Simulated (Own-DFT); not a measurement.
Simulation results for GaN (wurtzite, atoms displaced)

A calculation, not a measurement: plane-wave PBE density functional theory by an unreviewed code, no spin, of a simulated periodic cell, stress positive in tension, free energy of the whole cell less one offset for each atom, forces on such cells passed a denser k mesh, this cell's mesh not checked; offsets are fitted by least squares, one for each functional and potential file, so energies compare only between cells with the same atoms and settings and are not formation energies; the far tail of each file's local potential was reset to the Coulomb form; each entry is a single point on an unrelaxed cell, so the pressure reflects the starting lattice, mostly measured values (interpolated for alloys), from which strain is counted, and rises with the displacements; printed positions are rounded, which can move forces by about a meV/angstrom; the program, named Own-DFT, is a retired in-house code; no spin-orbit coupling. Program: Own-DFT development build.

## GaN (wurtzite, atoms displaced)

```cif
# cell vector a (Å): 12.7560 0.0000 0.0000
# cell vector b (Å): -4.7835 8.2853 0.0000
# cell vector c (Å): 0.0000 0.0000 10.3700
data_GaN
_symmetry_space_group_name_H-M 'P 1'
_symmetry_Int_Tables_number 1
_cell_length_a 12.7560
_cell_length_b 9.5670
_cell_length_c 10.3700
_cell_angle_alpha 90.000
_cell_angle_beta 90.000
_cell_angle_gamma 120.000
_cell_volume 1095.98
loop_
_atom_site_label
_atom_site_type_symbol
_atom_site_fract_x
_atom_site_fract_y
_atom_site_fract_z
_atom_site_occupancy
Ga1 Ga 0.08475 0.22146 0.99938 1
Ga2 Ga 0.16824 0.11230 0.24829 1
N1 N 0.08398 0.21782 0.19051 1
N2 N 0.16624 0.11000 0.43813 1
Ga3 Ga 0.08476 0.22062 0.49825 1
Ga4 Ga 0.16684 0.11035 0.74796 1
N3 N 0.08175 0.22548 0.68724 1
N4 N 0.16515 0.11151 0.94063 1
Ga5 Ga 0.08340 0.55533 0.00063 1
Ga6 Ga 0.16691 0.44392 0.25330 1
N5 N 0.08299 0.55306 0.18785 1
N6 N 0.16955 0.44796 0.43785 1
Ga7 Ga 0.08187 0.55626 0.49888 1
Ga8 Ga 0.16618 0.44539 0.74768 1
N7 N 0.08328 0.55760 0.68997 1
N8 N 0.16965 0.44430 0.93665 1
Ga9 Ga 0.08510 0.88886 0.00065 1
Ga10 Ga 0.16324 0.77379 0.24761 1
N9 N 0.08631 0.89264 0.19294 1
N10 N 0.16834 0.77972 0.44081 1
Ga11 Ga 0.08125 0.88949 0.49995 1
Ga12 Ga 0.16823 0.77607 0.74976 1
N11 N 0.08189 0.88838 0.68864 1
N12 N 0.16868 0.77662 0.93725 1
Ga13 Ga 0.32973 0.22043 0.99921 1
Ga14 Ga 0.41644 0.10946 0.25015 1
N13 N 0.33421 0.22312 0.18856 1
N14 N 0.41757 0.11240 0.43950 1
Ga15 Ga 0.33209 0.22089 0.50098 1
Ga16 Ga 0.41195 0.11052 0.75234 1
N15 N 0.33198 0.22086 0.69385 1
N16 N 0.41866 0.11612 0.94000 1
Ga17 Ga 0.33329 0.55737 0.99890 1
Ga18 Ga 0.41502 0.44415 0.25360 1
N17 N 0.33187 0.55355 0.18631 1
N18 N 0.41832 0.44163 0.44005 1
Ga19 Ga 0.33528 0.55875 0.50068 1
Ga20 Ga 0.41637 0.44289 0.75109 1
N19 N 0.33587 0.55736 0.68651 1
N20 N 0.41664 0.44568 0.93859 1
Ga21 Ga 0.33349 0.88529 0.99645 1
Ga22 Ga 0.41786 0.78026 0.24761 1
N21 N 0.33119 0.88726 0.18663 1
N22 N 0.41697 0.77726 0.43959 1
Ga23 Ga 0.33301 0.88510 0.50131 1
Ga24 Ga 0.41602 0.77779 0.74843 1
N23 N 0.33390 0.88978 0.68938 1
N24 N 0.41566 0.77817 0.94014 1
Ga25 Ga 0.58241 0.22146 0.99758 1
Ga26 Ga 0.66752 0.11225 0.25156 1
N25 N 0.58512 0.21970 0.18799 1
N26 N 0.66700 0.11143 0.43609 1
Ga27 Ga 0.58394 0.22370 0.49740 1
Ga28 Ga 0.66664 0.11379 0.74839 1
N27 N 0.58346 0.22641 0.68777 1
N28 N 0.66713 0.11456 0.93848 1
Ga29 Ga 0.58467 0.55796 0.00245 1
Ga30 Ga 0.66676 0.44259 0.25220 1
N29 N 0.58622 0.55647 0.18922 1
N30 N 0.66426 0.44233 0.44287 1
Ga31 Ga 0.58282 0.55448 0.50054 1
Ga32 Ga 0.66673 0.44313 0.74560 1
N31 N 0.58316 0.55753 0.69212 1
N32 N 0.66546 0.44719 0.93767 1
Ga33 Ga 0.58497 0.89105 0.00157 1
Ga34 Ga 0.66676 0.77712 0.25126 1
N33 N 0.58464 0.89142 0.19042 1
N34 N 0.67046 0.77969 0.43698 1
Ga35 Ga 0.58135 0.88997 0.49874 1
Ga36 Ga 0.66498 0.77779 0.74818 1
N35 N 0.58510 0.89340 0.68703 1
N36 N 0.66545 0.77803 0.93564 1
Ga37 Ga 0.83271 0.22344 0.99956 1
Ga38 Ga 0.91662 0.11099 0.24927 1
N37 N 0.83698 0.22900 0.19064 1
N38 N 0.91517 0.11230 0.44115 1
Ga39 Ga 0.83124 0.21912 0.49613 1
Ga40 Ga 0.91868 0.11254 0.74757 1
N39 N 0.83281 0.22191 0.68996 1
N40 N 0.91472 0.10533 0.93985 1
Ga41 Ga 0.83304 0.55773 0.99908 1
Ga42 Ga 0.91360 0.44037 0.24891 1
N41 N 0.83751 0.55708 0.18988 1
N42 N 0.91733 0.44476 0.43696 1
Ga43 Ga 0.83181 0.55285 0.49940 1
Ga44 Ga 0.91453 0.44137 0.74896 1
N43 N 0.83264 0.55887 0.68731 1
N44 N 0.91918 0.44421 0.93845 1
Ga45 Ga 0.83423 0.88993 0.99921 1
Ga46 Ga 0.91981 0.77832 0.24986 1
N45 N 0.83617 0.88785 0.18641 1
N46 N 0.91767 0.77717 0.43578 1
Ga47 Ga 0.83165 0.88694 0.50351 1
Ga48 Ga 0.91461 0.77592 0.75029 1
N47 N 0.83308 0.88917 0.69123 1
N48 N 0.91559 0.77722 0.93869 1
```

- functional: PBE
- potential files: PseudoDojo norm-conserving, scalar-relativistic, standard set with the stringent files for Ga
- wave cutoff: 96 hartree
- occupations: Gaussian
- smearing width: 0.01 eV
- k mesh: 3 x 4 x 3 centred on Gamma
- free energy of cell above offsets: -10.457 eV
- pressure: 5.4 GPa
- stress xx: -5.27 GPa
- stress yy: -5.82 GPa
- stress zz: -5.1 GPa
- stress yz: -0.34 GPa
- stress xz: -0.25 GPa
- stress xy: 0 GPa

Force:
| element | x (eV/Å) | y (eV/Å) | z (eV/Å) |
| --- | --- | --- | --- |
| Ga | -0.743 | 0.212 | 0.299 |
| Ga | 0.252 | 0.039 | 0.418 |
| N | -0.515 | 0.724 | -0.272 |
| N | 0.161 | 0.176 | 0.053 |
| Ga | -0.586 | 0.434 | 0.035 |
| Ga | -0.769 | -0.057 | 0.461 |
| N | 0.876 | -0.287 | -0.1 |
| N | 0.366 | -0.508 | -0.655 |
| Ga | 0.437 | -0.25 | -0.184 |
| Ga | -0.02 | -0.149 | -0.692 |
| N | -0.115 | -0.071 | 0.158 |
| N | -0.189 | -0.364 | 0.507 |
| Ga | 0.325 | 0.063 | 0.23 |
| Ga | 0.243 | 0.187 | 0.215 |
| N | -0.057 | -0.393 | -0.456 |
| N | -0.686 | -0.103 | 0.035 |
| Ga | -0.27 | -0.179 | 0.057 |
| Ga | 0.531 | 0.264 | 0.607 |
| N | -0.006 | -0.512 | -0.907 |
| N | -0.317 | -0.202 | -0.437 |
| Ga | 0.485 | -0.269 | 0.047 |
| Ga | -0.664 | 0.275 | -0.097 |
| N | 0.233 | -0.025 | 0.105 |
| N | -0.515 | 0.127 | 0.146 |
| Ga | 0.528 | 0.647 | 0.278 |
| Ga | -0.048 | 0.061 | -0.149 |
| N | 0.124 | 0.004 | 0.034 |
| N | -0.094 | -0.468 | -0.023 |
| Ga | 0.221 | -0.169 | 0.177 |
| Ga | 1.139 | 0.152 | -0.059 |
| N | -0.19 | 0.27 | -0.96 |
| N | -0.429 | -0.901 | -0.171 |
| Ga | 0.373 | -0.339 | 0.074 |
| Ga | 0.413 | 0.088 | -0.7 |
| N | 0.217 | 0.406 | 0.522 |
| N | -0.655 | 0.323 | 0.109 |
| Ga | 0.197 | -0.547 | -0.191 |
| Ga | -0.02 | 0.397 | 0.229 |
| N | -0.315 | -0.238 | 0.313 |
| N | 0.046 | -0.11 | 0.189 |
| Ga | -0.349 | 0.907 | 0.588 |
| Ga | -0.313 | -0.439 | 0.146 |
| N | 0.183 | 0.057 | 0.08 |
| N | 0.017 | 0.134 | -0.556 |
| Ga | -0.276 | 0.669 | -0.205 |
| Ga | 0.458 | 0.189 | 0.372 |
| N | -0.003 | 0.016 | -0.022 |
| N | 0.73 | 0.103 | -0.573 |
| Ga | 0.1 | 0.683 | 0.377 |
| Ga | 0.293 | 0.068 | -0.517 |
| N | -0.529 | 0.332 | 0.051 |
| N | -0.302 | -0.056 | 0.43 |
| Ga | -0.111 | -0.541 | 0.575 |
| Ga | -0.104 | -0.007 | 0.236 |
| N | -0.166 | -0.9 | -0.154 |
| N | 0.119 | -0.397 | -0.136 |
| Ga | -0.3 | -0.177 | -0.436 |
| Ga | 0.187 | 0.183 | -0.285 |
| N | -0.492 | -0.247 | 0.353 |
| N | 0.378 | 0.427 | -0.73 |
| Ga | -0.01 | 0.473 | 0.387 |
| Ga | -0.361 | 0.553 | 0.823 |
| N | 0.029 | -0.325 | -0.816 |
| N | 0.536 | -0.296 | -0.092 |
| Ga | -0.059 | -0.059 | -0.305 |
| Ga | 0.475 | 0.24 | -0.375 |
| N | 0.214 | -0.22 | -0.185 |
| N | -0.895 | -0.375 | 0.483 |
| Ga | 0.749 | -0.052 | 0.08 |
| Ga | 0.054 | 0.26 | 0.307 |
| N | -0.303 | -0.343 | -0.011 |
| N | 0.065 | 0.214 | 0.511 |
| Ga | 0.447 | -0.162 | 0.095 |
| Ga | 0.137 | -0.198 | 0.17 |
| N | -0.139 | -1.607 | -0.58 |
| N | 0.656 | -0.403 | -0.449 |
| Ga | 0.113 | 0.601 | 0.76 |
| Ga | -0.503 | -0.233 | 0.608 |
| N | 0 | -0.046 | -0.614 |
| N | -0.027 | 1.228 | -0.386 |
| Ga | 0.142 | -0.497 | 0.156 |
| Ga | 0.555 | 1.155 | 0.297 |
| N | -0.777 | -0.183 | -0.266 |
| N | -0.277 | -0.277 | 0.239 |
| Ga | 0.216 | 0.438 | -0.096 |
| Ga | 0.026 | 0.55 | 0.147 |
| N | 0.488 | -0.573 | -0.024 |
| N | -0.622 | 0.141 | -0.139 |
| Ga | -0.283 | -0.574 | 0.066 |
| Ga | -0.378 | 0.035 | -0.094 |
| N | -0.581 | 0.099 | 0.362 |
| N | -0.476 | -0.098 | 0.606 |
| Ga | 0.576 | 0.298 | -0.349 |
| Ga | 0.214 | 0.361 | 0.169 |
| N | -0.025 | -0.028 | -0.32 |
| N | 0.537 | 0.189 | -0.003 |
